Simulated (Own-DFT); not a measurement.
# What a defect does to the pressure of its cell: wurtzite GaN

The numbers are computed, not measured, by runs of the plane-wave DFT program Own-DFT (in-house, retired, unreviewed) at fixed positions, with no spin and no spin-orbit coupling.

Settings: PBE; PseudoDojo norm-conserving scalar-relativistic files; cutoff 42 hartree; 4 x 4 x 3 k mesh centred on Gamma; Fermi-Dirac smearing of 0.1 eV.

Keep in mind (not all hold for every row): some atoms lie very close together; not probed for a lower state with spin; forces not confirmed at this smearing and k mesh; stress not checked against mesh or cutoff.

All runs share one cell, with vectors in Å (9.567, 0.000, 0.000); (-4.784, 8.285, 0.000); (0.000, 0.000, 10.370) and a volume of 822.0 Å³. The atoms are randomly displaced, by u rms on each axis. The defect's site can differ from row to row.

| cell | formula | u (Å) | P (GPa) |
|---|---|---|---|
| no defect | Ga36N36 | 0.0194 | 5.89 |
| no defect | Ga36N36 | 0.0217 | 5.98 |
| no defect | Ga36N36 | 0.0514 | 7.56 |
| one Ga on an N site | Ga37N35 | 0.0290 | 11.81 |
| one Ga on an N site | Ga37N35 | 0.0502 | 13.30 |
| one Ga on an N site | Ga37N35 | 0.0519 | 14.02 |
| one N on a Ga site | Ga35N37 | 0.0300 | 5.53 |
| one N on a Ga site | Ga35N37 | 0.0312 | 5.61 |
| one N on a Ga site | Ga35N37 | 0.0492 | ? |
| one N on a Ga site | Ga35N37 | 0.0510 | 6.51 |

## What the rows give

P = P0 + c u² + a shift for each defect gives P0 = 5.56 GPa, c = 787 ± 107 GPa/Å² and a scatter of 0.29 GPa. The shifts, and each times the cell's volume:

- one Ga on an N site: 5.89 ± 0.25 GPa, 30.2 eV
- one N on a Ga site: -0.86 ± 0.24 GPa, -4.4 eV

A positive shift means that the defect pushes the cell outwards. Shift times volume (160.2 GPa Å³ is 1 eV) depends little on the cell's size, so, taken for each site, it can be compared between cells at like pressure. The atoms around the defects weren't relaxed, which would change these numbers.

## Check

Q: what pressure belongs in the blank (one N on a Ga site, u = 0.0492 Å)?

The fit gives 6.61 ± 0.35 GPa. Computed: 6.58 GPa.
